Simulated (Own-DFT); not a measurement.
# How strain changes the stress of diamond-structure SiGeSn with randomly placed atoms, 64 atoms (Ge48Si8Sn8)

These are calculations, not measurements. The program, named Own-DFT, is a retired in-house plane-wave density functional code that no person has reviewed. Each row is one single-point run on a periodic cell that was not relaxed, without spin or spin-orbit coupling.

Settings of every run: PBEsol; PseudoDojo norm-conserving scalar-relativistic files, made for PBE; cutoff 49 hartree; 3 x 3 x 3 k mesh centred on Gamma; Fermi-Dirac smearing of 0.1 eV.

Known limits: forces on such cells moved up to 12 meV/angstrom on a denser k mesh; stress not checked against mesh or cutoff.

Unstrained cell vectors in Å: (11.467, 0.000, 0.000); (0.000, 11.467, 0.000); (0.000, 0.000, 11.467). The unstrained cell has measured lattice constants (interpolated for alloys), not those of this functional. That, the random moves and any unrelaxed bonds set the pressure at no strain. Each run strains this cell uniformly, with the atoms carried along. Every atom was also moved at random, by a Gaussian of width 0.05 Å on each axis. The random placing of the alloy's atoms differs from row to row. Strain is the symmetric tensor, in per cent. Stress is positive in tension, and the pressure is minus a third of its trace.

| run | e_xx (%) | e_yy (%) | e_zz (%) | s_xx (GPa) | s_yy (GPa) | s_zz (GPa) | P (GPa) | E (meV/atom) |
|---|---|---|---|---|---|---|---|---|
| 1 | -2.25 | -2.25 | 0.00 | -6.35 | -6.31 | -5.05 | 5.90 | 30.4 |
| 2 | -2.50 | -2.50 | 0.00 | -6.76 | -6.79 | -5.11 | 6.22 | 22.7 |
| 3 | -3.00 | -3.00 | 0.00 | -8.09 | -7.86 | -6.33 | 7.43 | 53.0 |
| 4 | -2.75 | -2.75 | 0.00 | -7.63 | -7.33 | -5.51 | 6.82 | 39.6 |
| 5 | -2.50 | -2.50 | 0.00 | -6.91 | -6.99 | -5.17 | 6.36 | 34.3 |
| 6 | -1.25 | -1.25 | 0.00 | -4.29 | -4.13 | -3.54 | 3.99 | 0.0 |
| 7 | -3.00 | -3.00 | 0.00 | -7.90 | -7.88 | -6.10 | 7.29 | 46.4 |
| 8 | -1.75 | -1.75 | 0.00 | -5.17 | -5.35 | -4.07 | 4.87 | 9.9 |
| 9 | -1.25 | -1.25 | 0.00 | -4.28 | -4.27 | -3.42 | 3.99 | 1.3 |
| 10 | -2.75 | -2.75 | 0.00 | -7.38 | -7.43 | -5.54 | 6.78 | 36.2 |
| 11 | -1.50 | -1.50 | 0.00 | ? | ? | ? | ? | ? |

E is the free energy for each atom above the lowest run shown.

## Worked fit

The change of volume is close to e_xx + e_yy + e_zz. A straight line through the runs shown gives P = 1.54 - 98 x (fractional change of volume) GPa, with an error of 2 on the slope and a scatter of 0.07 GPa. The strain isn't the same on all axes, but the crystal is cubic, so the slope still estimates the bulk modulus, averaged over pressures from 4.0 to 7.4 GPa.

## Withheld run

Question: what pressure should run 11 give? Its volume changes by -2.98 %.

The line gives 4.4 GPa. The calculation gave 4.69 GPa. This run lies off the fit, by chance or by something that the fit leaves out.
